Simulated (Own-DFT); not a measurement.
# Computed records: SiC (4H silicon carbide, atoms displaced)

All values are calculated (Own-DFT development build). A calculation, not a measurement: plane-wave PBE density functional theory by an unreviewed code, no spin, of a simulated periodic cell, stress positive in tension, free energy of the whole cell less one offset for each atom, forces on such cells passed a denser k mesh, this cell's mesh not checked; offsets are fitted by least squares, one for each functional and potential file, so energies compare only between cells with the same atoms and settings and are not formation energies; the far tail of each file's local potential was reset to the Coulomb form; each entry is a single point on an unrelaxed cell, so the pressure reflects the starting lattice, mostly measured values (interpolated for alloys), from which strain is counted, and rises with the displacements; printed positions are rounded, which can move forces by about a meV/angstrom; the program, named Own-DFT, is a retired in-house code; no spin-orbit coupling.

Settings shared by all entries: functional PBE; potential files PseudoDojo norm-conserving, scalar-relativistic, standard set; wave cutoff 42 hartree; occupations Fermi-Dirac; smearing width 0.1 eV; hardware one NVIDIA H200; k mesh 3 x 3 x 3 centred on Gamma.

(1) SiC (4H silicon carbide, atoms displaced)

```cif
# cell vector a (Å): 12.3308 0.0000 0.0000
# cell vector b (Å): -6.1654 10.6788 0.0000
# cell vector c (Å): 0.0000 0.0000 10.0681
data_SiC
_symmetry_space_group_name_H-M 'P 1'
_symmetry_Int_Tables_number 1
_cell_length_a 12.3308
_cell_length_b 12.3308
_cell_length_c 10.0681
_cell_angle_alpha 90.000
_cell_angle_beta 90.000
_cell_angle_gamma 120.000
_cell_volume 1325.75
loop_
_atom_site_label
_atom_site_type_symbol
_atom_site_fract_x
_atom_site_fract_y
_atom_site_fract_z
_atom_site_occupancy
Si1 Si 0.99939 0.99500 0.41263 1
Si2 Si 0.09057 0.17445 0.15705 1
C1 C 0.99531 0.99838 0.08723 1
C2 C 0.08804 0.16758 0.33715 1
Si3 Si 0.99612 0.25362 0.40292 1
Si4 Si 0.08150 0.40693 0.15751 1
C3 C 0.99606 0.24597 0.08952 1
C4 C 0.08103 0.41133 0.34262 1
Si5 Si 0.00372 0.50588 0.40782 1
Si6 Si 0.07422 0.67643 0.15187 1
C5 C 0.99587 0.49298 0.09258 1
C6 C 0.09120 0.67029 0.34268 1
Si7 Si 0.00356 0.75585 0.40362 1
Si8 Si 0.08443 0.91699 0.15448 1
C7 C 0.01373 0.75758 0.09372 1
C8 C 0.08567 0.92003 0.34859 1
Si9 Si 0.24748 0.99390 0.40094 1
Si10 Si 0.34448 0.17076 0.15635 1
C9 C 0.26313 0.01284 0.08296 1
C10 C 0.33677 0.17956 0.34102 1
Si11 Si 0.24669 0.24843 0.40145 1
Si12 Si 0.33152 0.40531 0.15297 1
C11 C 0.25272 0.25078 0.07819 1
C12 C 0.34093 0.42203 0.34293 1
Si13 Si 0.24935 0.49610 0.39564 1
Si14 Si 0.32601 0.66162 0.15830 1
C13 C 0.24834 0.49974 0.09585 1
C14 C 0.34523 0.66752 0.34703 1
Si15 Si 0.24371 0.75049 0.40593 1
Si16 Si 0.33270 0.91592 0.14700 1
C15 C 0.24972 0.74506 0.09280 1
C16 C 0.32828 0.90756 0.34457 1
Si17 Si 0.50557 0.00699 0.41354 1
Si18 Si 0.58620 0.17132 0.15653 1
C17 C 0.49794 0.00421 0.09200 1
C18 C 0.57871 0.16861 0.34305 1
Si19 Si 0.50016 0.24858 0.40624 1
Si20 Si 0.57276 0.40715 0.15507 1
C19 C 0.49986 0.25278 0.09167 1
C20 C 0.58274 0.41925 0.34854 1
Si21 Si 0.49561 0.50346 0.40336 1
Si22 Si 0.58374 0.67549 0.15925 1
C21 C 0.49978 0.49616 0.09165 1
C22 C 0.58253 0.67052 0.34057 1
Si23 Si 0.50073 0.75424 0.41088 1
Si24 Si 0.58605 0.91590 0.14755 1
C23 C 0.49074 0.74805 0.08344 1
C24 C 0.58352 0.91208 0.33989 1
Si25 Si 0.74805 0.00807 0.41317 1
Si26 Si 0.83754 0.16773 0.15820 1
C25 C 0.74968 0.00504 0.08948 1
C26 C 0.84264 0.17391 0.35114 1
Si27 Si 0.74519 0.24267 0.39050 1
Si28 Si 0.84759 0.43156 0.15512 1
C27 C 0.76071 0.25781 0.09307 1
C28 C 0.82376 0.41174 0.34735 1
Si29 Si 0.74774 0.49847 0.40194 1
Si30 Si 0.82970 0.66326 0.14740 1
C29 C 0.74399 0.49060 0.09751 1
C30 C 0.83022 0.66283 0.34629 1
Si31 Si 0.74976 0.73780 0.40697 1
Si32 Si 0.83309 0.92241 0.15949 1
C31 C 0.74947 0.74566 0.09278 1
C32 C 0.83911 0.92052 0.34609 1
Si33 Si 0.01554 0.00215 0.90444 1
Si34 Si 0.90789 0.83644 0.64842 1
C33 C 0.98605 0.99502 0.60429 1
C34 C 0.91768 0.83279 0.84454 1
Si35 Si 0.99561 0.74772 0.89840 1
Si36 Si 0.93207 0.58504 0.65731 1
C35 C 0.00351 0.75280 0.59575 1
C36 C 0.91954 0.59483 0.83797 1
Si37 Si 0.99389 0.50697 0.90891 1
Si38 Si 0.91597 0.33091 0.65012 1
C37 C 0.99850 0.50533 0.60079 1
C38 C 0.91238 0.33169 0.84812 1
Si39 Si 0.00774 0.24519 0.91592 1
Si40 Si 0.91374 0.09126 0.66680 1
C39 C 0.99548 0.24857 0.59235 1
C40 C 0.90708 0.07872 0.84603 1
Si41 Si 0.74902 0.99792 0.91554 1
Si42 Si 0.67091 0.83038 0.66038 1
C41 C 0.75630 0.00199 0.59504 1
C42 C 0.67554 0.83614 0.84805 1
Si43 Si 0.75040 0.74936 0.90818 1
Si44 Si 0.66369 0.58617 0.66769 1
C43 C 0.74621 0.74136 0.59178 1
C44 C 0.67078 0.59161 0.84200 1
Si45 Si 0.75189 0.49944 0.90396 1
Si46 Si 0.66864 0.33951 0.65447 1
C45 C 0.75437 0.50325 0.60704 1
C46 C 0.67357 0.33420 0.84655 1
Si47 Si 0.75075 0.25923 0.91331 1
Si48 Si 0.66800 0.08390 0.65407 1
C47 C 0.75159 0.25427 0.59315 1
C48 C 0.67072 0.08652 0.84533 1
Si49 Si 0.50455 0.01091 0.89814 1
Si50 Si 0.41948 0.83022 0.65340 1
C49 C 0.50365 0.99844 0.58957 1
C50 C 0.42396 0.83542 0.83468 1
Si51 Si 0.49918 0.75166 0.91221 1
Si52 Si 0.41673 0.58732 0.65889 1
C51 C 0.49616 0.74481 0.59625 1
C52 C 0.42257 0.58575 0.84472 1
Si53 Si 0.49388 0.49649 0.90379 1
Si54 Si 0.41867 0.33169 0.65018 1
C53 C 0.49878 0.50583 0.59387 1
C54 C 0.41898 0.33459 0.84405 1
Si55 Si 0.49884 0.24776 0.90597 1
Si56 Si 0.41537 0.07959 0.65184 1
C55 C 0.49714 0.25110 0.59448 1
C56 C 0.41619 0.07639 0.84649 1
Si57 Si 0.25835 0.00529 0.91008 1
Si58 Si 0.16288 0.82710 0.65350 1
C57 C 0.24848 0.01213 0.57579 1
C58 C 0.17326 0.83705 0.84649 1
Si59 Si 0.24867 0.75053 0.90165 1
Si60 Si 0.17750 0.58696 0.66422 1
C59 C 0.24769 0.75305 0.59561 1
C60 C 0.17115 0.58764 0.84609 1
Si61 Si 0.24165 0.50133 0.91317 1
Si62 Si 0.16629 0.33360 0.66123 1
C61 C 0.24476 0.50140 0.59369 1
C62 C 0.17155 0.34369 0.84825 1
Si63 Si 0.24921 0.25528 0.91165 1
Si64 Si 0.16231 0.07925 0.65613 1
C63 C 0.25519 0.25169 0.59302 1
C64 C 0.16879 0.07790 0.85084 1
```

Results for SiC (4H silicon carbide, atoms displaced): free energy of cell above offsets -6.780 eV; pressure 6.01 GPa; stress xx -6 GPa; stress yy -5.08 GPa; stress zz -6.95 GPa; stress yz -0.26 GPa; stress xz -0.14 GPa; stress xy 0.74 GPa; wall time 561.3 s.

Force:
```
element  x (eV/Å)  y (eV/Å)  z (eV/Å)
     Si    -1.058     1.743    -0.384
     Si    -0.108    -2.377    -1.434
      C      1.36     0.964     1.387
      C    -1.605    -0.227     1.716
     Si     3.801     -0.55     1.961
     Si     -0.99     1.871    -0.749
      C      1.63     0.343     2.633
      C    -0.492     1.785    -0.088
     Si    -0.915    -1.214     0.325
     Si     7.816     -4.38     2.187
      C     2.023     3.318    -0.137
      C    -3.258     -1.06    -1.063
     Si     0.046    -1.745     1.148
     Si    -0.388     2.319     0.037
      C    -6.438     0.864    -2.711
      C    -0.327    -0.733    -1.803
     Si     0.751     1.961    -0.953
     Si    -2.363     -0.37    -0.044
      C     -1.15    -2.096     3.825
      C     1.402    -2.698    -0.647
     Si     0.538     1.596     1.432
     Si    -0.204     3.107     0.195
      C     0.038    -1.011     5.649
      C     -2.29    -2.633    -1.027
     Si     0.168     1.238     2.006
     Si     1.014     0.998     0.525
      C     0.259    -1.555     0.585
      C    -3.695    -0.847    -0.842
     Si     3.565    -0.452     0.987
     Si     0.435    -0.287     1.335
      C    -1.819     0.966    -0.554
      C     0.351     2.889    -0.941
     Si    -0.663    -2.343    -3.208
     Si     0.467    -0.386    -0.916
      C     1.564    -0.053    -0.387
      C     1.183    -0.998     -0.46
     Si    -1.387     1.813     0.683
     Si     1.084     3.041     1.239
      C     1.581    -1.175    -0.507
      C    -0.506     -0.77    -0.889
     Si     2.402      0.78     1.041
     Si     0.345     -2.11    -1.489
      C     -0.92     0.827     0.216
      C     0.568    -0.021     1.162
     Si     1.617    -0.666    -0.136
     Si    -2.234     0.251     1.026
      C     1.224     0.469     3.748
      C    -0.501     2.493     0.474
     Si     2.199    -2.038    -1.092
     Si    -1.361     0.152    -0.312
      C     0.732     -0.71      2.81
      C     -2.82    -2.468    -2.695
     Si    -0.339     2.368     3.133
     Si    -3.116    -3.842      1.74
      C    -1.205    -0.656     2.129
      C     2.439     1.323    -1.217
     Si    -0.101    -0.086     2.372
     Si     0.491    -0.116     1.784
      C     0.278     1.934    -1.383
      C     2.271     0.352    -1.672
     Si    -2.609     2.604    -0.428
     Si     1.009     -1.19     -0.44
      C     -1.09     1.632     0.438
      C    -1.239    -0.883     0.259
     Si    -4.832    -2.168     0.384
     Si     2.447    -2.589     2.552
      C     1.615     3.054    -1.747
      C    -0.446     0.515     -0.53
     Si     1.411     3.163     0.984
     Si    -6.217     1.917     0.128
      C    -1.403    -0.261    -1.179
      C     0.604    -2.971     1.499
     Si     2.087    -1.647    -1.161
     Si    -1.131     1.273     2.191
      C     5.269    -2.475    -2.335
      C     1.514     1.196    -0.647
     Si    -3.128     0.527    -3.582
     Si      0.77    -1.269    -1.161
      C     1.577     0.703    -0.115
      C      3.07     1.561     1.117
     Si    -0.596     0.659    -3.194
     Si    -1.141     0.604    -0.453
      C    -1.917    -0.728     0.379
      C    -1.683    -0.505     0.079
     Si     0.601     0.965     0.075
     Si     1.242      -1.5    -2.835
      C    -0.687      1.28    -0.038
      C    -0.232    -2.293     2.497
     Si    -1.123     0.722     0.093
     Si     0.673    -1.056     0.408
      C    -0.441     0.831    -1.921
      C    -3.072     0.369    -0.826
     Si     2.672    -2.398    -1.225
     Si     0.548       0.9     1.113
      C    -0.491    -1.373    -1.497
      C    -0.435     0.269     0.002
     Si     2.772    -3.015     1.593
     Si    -1.136     0.647    -0.001
      C    -0.721     0.167     1.521
      C    -1.287     0.371     1.781
     Si     0.973    -0.151    -3.987
     Si    -0.227    -1.911     0.072
      C     1.193      1.92     -0.62
      C    -2.269    -0.116      0.42
     Si     1.646     1.205     0.634
     Si    -1.251       1.6     1.321
      C     0.599    -0.983    -0.121
      C    -0.326    -1.117    -0.726
     Si     0.493     0.762    -0.791
     Si    -0.813     0.635      0.11
      C     2.156    -0.859    -0.331
      C    -1.661     2.873    -2.323
     Si    -0.641    -1.641    -2.249
     Si     -0.17     2.971     0.928
      C     1.911    -2.247     3.474
      C    -1.615    -0.035      -0.8
     Si     1.884     0.782     0.844
     Si    -2.765     0.036    -1.251
      C     1.851    -0.831    -0.686
      C    -1.657    -0.598     0.343
     Si     2.414     1.294    -0.544
     Si     0.099     0.416     -1.24
      C     2.007     -0.88    -0.768
      C     0.017    -2.466    -0.199
     Si     1.368    -0.494    -5.101
     Si    -0.374     0.894     0.242
      C    -2.259    -0.766     0.076
      C     1.195      3.01    -2.254
```

(2) SiC (4H silicon carbide, atoms displaced)

```cif
# cell vector a (Å): 12.3308 0.0000 0.0000
# cell vector b (Å): -6.1654 10.6788 0.0000
# cell vector c (Å): 0.0000 0.0000 10.0681
data_SiC
_symmetry_space_group_name_H-M 'P 1'
_symmetry_Int_Tables_number 1
_cell_length_a 12.3308
_cell_length_b 12.3308
_cell_length_c 10.0681
_cell_angle_alpha 90.000
_cell_angle_beta 90.000
_cell_angle_gamma 120.000
_cell_volume 1325.75
loop_
_atom_site_label
_atom_site_type_symbol
_atom_site_fract_x
_atom_site_fract_y
_atom_site_fract_z
_atom_site_occupancy
Si1 Si 0.01088 0.01006 0.40971 1
Si2 Si 0.08507 0.17431 0.15692 1
C1 C 0.99607 0.98801 0.08835 1
C2 C 0.08716 0.16592 0.34872 1
Si3 Si 0.00414 0.24104 0.40210 1
Si4 Si 0.06960 0.40779 0.15161 1
C3 C 0.99909 0.25058 0.09792 1
C4 C 0.07958 0.41674 0.34572 1
Si5 Si 0.00149 0.49373 0.41373 1
Si6 Si 0.09147 0.67028 0.15751 1
C5 C 0.00739 0.50376 0.10359 1
C6 C 0.08453 0.66339 0.34264 1
Si7 Si 0.99651 0.74437 0.40651 1
Si8 Si 0.08540 0.91660 0.15934 1
C7 C 0.99631 0.74353 0.09367 1
C8 C 0.08831 0.91750 0.34137 1
Si9 Si 0.25223 0.00306 0.39424 1
Si10 Si 0.32625 0.16080 0.15102 1
C9 C 0.24705 0.00042 0.09117 1
C10 C 0.33070 0.17081 0.34664 1
Si11 Si 0.24787 0.24787 0.39671 1
Si12 Si 0.33362 0.42217 0.15498 1
C11 C 0.25432 0.24930 0.09118 1
C12 C 0.34122 0.42071 0.34890 1
Si13 Si 0.25029 0.50290 0.41037 1
Si14 Si 0.31972 0.65107 0.16344 1
C13 C 0.25513 0.50858 0.10159 1
C14 C 0.33164 0.66412 0.34520 1
Si15 Si 0.25640 0.74813 0.41056 1
Si16 Si 0.34031 0.91701 0.15790 1
C15 C 0.24906 0.74403 0.10329 1
C16 C 0.33920 0.91795 0.34049 1
Si17 Si 0.51102 0.00925 0.40538 1
Si18 Si 0.58927 0.16743 0.15495 1
C17 C 0.49867 0.00230 0.09407 1
C18 C 0.58313 0.16804 0.33548 1
Si19 Si 0.49749 0.25538 0.40237 1
Si20 Si 0.58343 0.42519 0.15601 1
C19 C 0.49882 0.24562 0.09639 1
C20 C 0.57783 0.41096 0.34801 1
Si21 Si 0.50981 0.50341 0.42440 1
Si22 Si 0.58667 0.66883 0.15583 1
C21 C 0.49600 0.49835 0.09270 1
C22 C 0.58187 0.66487 0.33944 1
Si23 Si 0.48859 0.73866 0.39903 1
Si24 Si 0.57892 0.91464 0.16439 1
C23 C 0.49720 0.74597 0.09629 1
C24 C 0.58527 0.91557 0.34043 1
Si25 Si 0.75705 0.99859 0.42002 1
Si26 Si 0.83029 0.16834 0.14938 1
C25 C 0.74773 0.00007 0.09963 1
C26 C 0.83262 0.16968 0.33822 1
Si27 Si 0.74831 0.25339 0.40667 1
Si28 Si 0.83250 0.40912 0.16128 1
C27 C 0.74308 0.23742 0.09692 1
C28 C 0.83418 0.41338 0.34762 1
Si29 Si 0.74094 0.48117 0.40717 1
Si30 Si 0.83454 0.67221 0.15269 1
C29 C 0.74123 0.49934 0.09584 1
C30 C 0.83327 0.67183 0.35542 1
Si31 Si 0.75973 0.75244 0.39428 1
Si32 Si 0.83286 0.91004 0.15674 1
C31 C 0.75339 0.75236 0.09409 1
C32 C 0.83277 0.92225 0.34336 1
Si33 Si 0.99536 0.99335 0.89771 1
Si34 Si 0.91640 0.83121 0.66060 1
C33 C 0.99920 0.01037 0.60279 1
C34 C 0.91867 0.84117 0.85456 1
Si35 Si 0.00304 0.74640 0.90695 1
Si36 Si 0.90826 0.57769 0.65308 1
C35 C 0.99421 0.74578 0.59918 1
C36 C 0.91451 0.57589 0.83429 1
Si37 Si 0.00150 0.49718 0.91466 1
Si38 Si 0.91311 0.33363 0.65389 1
C37 C 0.00540 0.50039 0.58834 1
C38 C 0.91790 0.33367 0.83960 1
Si39 Si 0.00190 0.25189 0.91293 1
Si40 Si 0.92111 0.08912 0.65499 1
C39 C 0.99859 0.25187 0.60359 1
C40 C 0.90955 0.08423 0.83966 1
Si41 Si 0.75343 0.00002 0.90199 1
Si42 Si 0.67634 0.84180 0.67445 1
C41 C 0.74584 0.99776 0.59148 1
C42 C 0.66098 0.82053 0.84265 1
Si43 Si 0.74972 0.74640 0.89509 1
Si44 Si 0.66619 0.57834 0.65988 1
C43 C 0.75259 0.75122 0.59877 1
C44 C 0.68176 0.58684 0.83910 1
Si45 Si 0.75323 0.49888 0.90757 1
Si46 Si 0.66149 0.33215 0.65190 1
C45 C 0.74508 0.49602 0.60166 1
C46 C 0.67291 0.33744 0.84754 1
Si47 Si 0.74169 0.25294 0.90396 1
Si48 Si 0.66916 0.07538 0.65932 1
C47 C 0.74805 0.24704 0.59030 1
C48 C 0.67550 0.08115 0.84039 1
Si49 Si 0.50060 0.00464 0.90285 1
Si50 Si 0.41657 0.83337 0.65748 1
C49 C 0.50818 0.00627 0.59026 1
C50 C 0.41466 0.83777 0.84667 1
Si51 Si 0.48586 0.74454 0.91702 1
Si52 Si 0.41745 0.58030 0.65414 1
C51 C 0.51185 0.75791 0.58153 1
C52 C 0.41140 0.58487 0.83188 1
Si53 Si 0.49888 0.50029 0.91447 1
Si54 Si 0.41552 0.32589 0.66024 1
C53 C 0.49840 0.49335 0.60066 1
C54 C 0.40887 0.32599 0.84257 1
Si55 Si 0.49767 0.25027 0.89541 1
Si56 Si 0.41180 0.08565 0.65911 1
C55 C 0.50418 0.25330 0.58972 1
C56 C 0.42185 0.09559 0.85904 1
Si57 Si 0.24052 0.99128 0.90043 1
Si58 Si 0.16993 0.83513 0.65270 1
C57 C 0.24997 0.99432 0.59182 1
C58 C 0.16826 0.82975 0.84371 1
Si59 Si 0.25087 0.74887 0.89851 1
Si60 Si 0.17418 0.58783 0.65715 1
C59 C 0.25030 0.73772 0.60484 1
C60 C 0.16859 0.57990 0.84012 1
Si61 Si 0.25079 0.49411 0.89999 1
Si62 Si 0.16343 0.33472 0.66270 1
C61 C 0.25142 0.50110 0.59441 1
C62 C 0.16364 0.32639 0.84228 1
Si63 Si 0.25718 0.25259 0.89972 1
Si64 Si 0.15859 0.08630 0.66201 1
C63 C 0.25024 0.25299 0.59965 1
C64 C 0.16096 0.08386 0.85166 1
```

It finds free energy of cell above offsets -6.082 eV; pressure 6.14 GPa; stress xx -5.95 GPa; stress yy -6.37 GPa; stress zz -6.11 GPa; stress yz -0.05 GPa; stress xz 0.38 GPa; stress xy 0.54 GPa; wall time 552.4 s.

Force:
```
element  x (eV/Å)  y (eV/Å)  z (eV/Å)
     Si    -0.944    -3.498     0.098
     Si     1.575    -2.791    -0.722
      C    -0.681     2.431     0.843
      C    -0.185     0.526    -2.235
     Si     -3.76     2.691     1.608
     Si      3.07     2.623     2.802
      C    -0.337    -0.842    -1.221
      C     2.281    -1.603     -0.78
     Si    -1.069     1.406    -2.145
     Si    -2.071    -0.631     0.939
      C    -2.465    -0.964     -1.96
      C    -0.065     0.231     1.437
     Si     1.103     0.957     0.488
     Si     -0.52    -0.662    -1.557
      C     1.394     0.855     0.055
      C    -1.271    -0.403     1.364
     Si     1.204    -0.693      1.85
     Si     2.008     1.377     0.765
      C     0.961    -1.735    -0.021
      C     1.192    -1.253    -1.349
     Si      0.67     2.696     2.906
     Si     0.611    -1.236     1.459
      C    -2.126     1.427    -0.096
      C    -0.977    -0.242     -0.35
     Si     0.345    -1.872    -0.665
     Si     1.062     6.246     0.419
      C    -0.855    -6.782    -3.616
      C     -0.86    -0.917     0.052
     Si    -1.984     0.696    -0.152
     Si    -1.708    -0.464    -0.715
      C     0.799     1.663    -2.465
      C    -0.142     0.137     1.636
     Si    -0.398    -1.858    -0.513
     Si    -3.417    -1.099      0.06
      C     1.393    -0.376    -0.812
      C    -0.251     1.164     1.998
     Si      0.88    -2.943    -0.012
     Si    -0.183    -3.424     0.556
      C    -0.431     1.551    -0.868
      C     0.346     2.597    -0.992
     Si    -1.477    -0.229    -3.556
     Si    -0.481    -0.463    -0.276
      C     0.217     1.256     0.451
      C     1.146    -0.188     1.161
     Si     3.017     3.384     0.878
     Si     0.719     0.492    -2.313
      C    -0.742    -0.068     1.005
      C    -0.199    -0.182     2.426
     Si    -2.704     0.413    -4.661
     Si     1.613    -2.625     2.039
      C     0.802    -0.731    -1.791
      C     1.008     -0.63     1.476
     Si      1.09     -2.07      -0.3
     Si    -1.137     1.143      -0.6
      C     0.432     3.944    -2.418
      C    -0.057     0.796    -0.372
     Si    -0.352     3.402     0.628
     Si     0.465      -1.7     1.417
      C     2.843     0.724    -0.143
      C     2.764    -3.611    -3.025
     Si    -4.617     1.624     3.432
     Si    -1.094     2.838    -0.165
      C    -1.024    -1.457    -1.245
      C     3.005    -0.664     0.401
     Si    -1.136     4.223     2.878
     Si    -0.664     0.731    -0.005
      C     1.749    -2.733    -2.107
      C     1.336    -4.829    -2.962
     Si    -1.329    -0.246    -0.356
     Si     2.214     0.378    -0.265
      C     1.364      0.83    -0.889
      C     0.621      1.09     2.852
     Si    -0.238     0.365    -1.971
     Si     0.439     0.355    -0.036
      C    -1.175      0.16     2.501
      C    -0.615    -0.001     2.114
     Si    -0.868    -1.114     -1.99
     Si    -2.633     0.065     1.065
      C     0.556     0.023     -2.35
      C     2.655     0.259     0.883
     Si    -0.694    -1.682     2.633
     Si    -0.635    -2.381    -5.956
      C      2.43     0.516     2.793
      C     -1.55     1.605     3.503
     Si     0.341     0.939     2.382
     Si    -0.735     1.803     -0.95
      C    -0.254    -0.255    -0.677
      C    -2.382    -1.824     1.632
     Si     0.039     0.607     0.381
     Si     2.426    -0.488     1.411
      C     0.333    -0.583    -2.429
      C    -3.202    -0.549    -1.869
     Si     4.225    -1.965     0.554
     Si    -1.738     2.228     -0.97
      C    -0.477     0.186      0.97
      C    -3.068     0.673     0.811
     Si     1.059    -0.029     1.125
     Si      1.78      0.38    -0.978
      C    -1.713    -0.969     1.442
      C      0.82    -0.049    -0.455
     Si      1.72     0.796    -2.036
     Si    -0.017     1.785     -1.57
      C     -1.12    -1.475     2.637
      C     1.471     -0.56     3.294
     Si     0.382     0.332    -2.977
     Si    -1.105     0.956    -1.307
      C     0.389      0.52     1.272
      C     2.684     2.896    -0.305
     Si     0.895      3.11     4.097
     Si     2.091    -0.235    -0.357
      C    -1.641    -1.358     0.426
      C    -0.667    -5.043    -3.762
     Si     0.591     2.408     1.757
     Si    -0.348    -2.212     0.415
      C    -1.326     1.671    -0.359
      C    -0.723      0.06    -0.675
     Si     0.081    -0.957     2.209
     Si    -1.011    -4.455      0.65
      C    -1.117     5.362     -2.79
      C    -0.473     0.065     1.473
     Si    -0.964     0.802     1.146
     Si     0.729     0.033    -1.883
      C     0.037    -0.454     0.313
      C     0.283     0.997     1.825
     Si    -3.137    -2.164     2.168
     Si     2.328     0.252    -0.133
      C    -0.156    -0.753    -1.178
      C     1.412    -0.479    -1.603
```
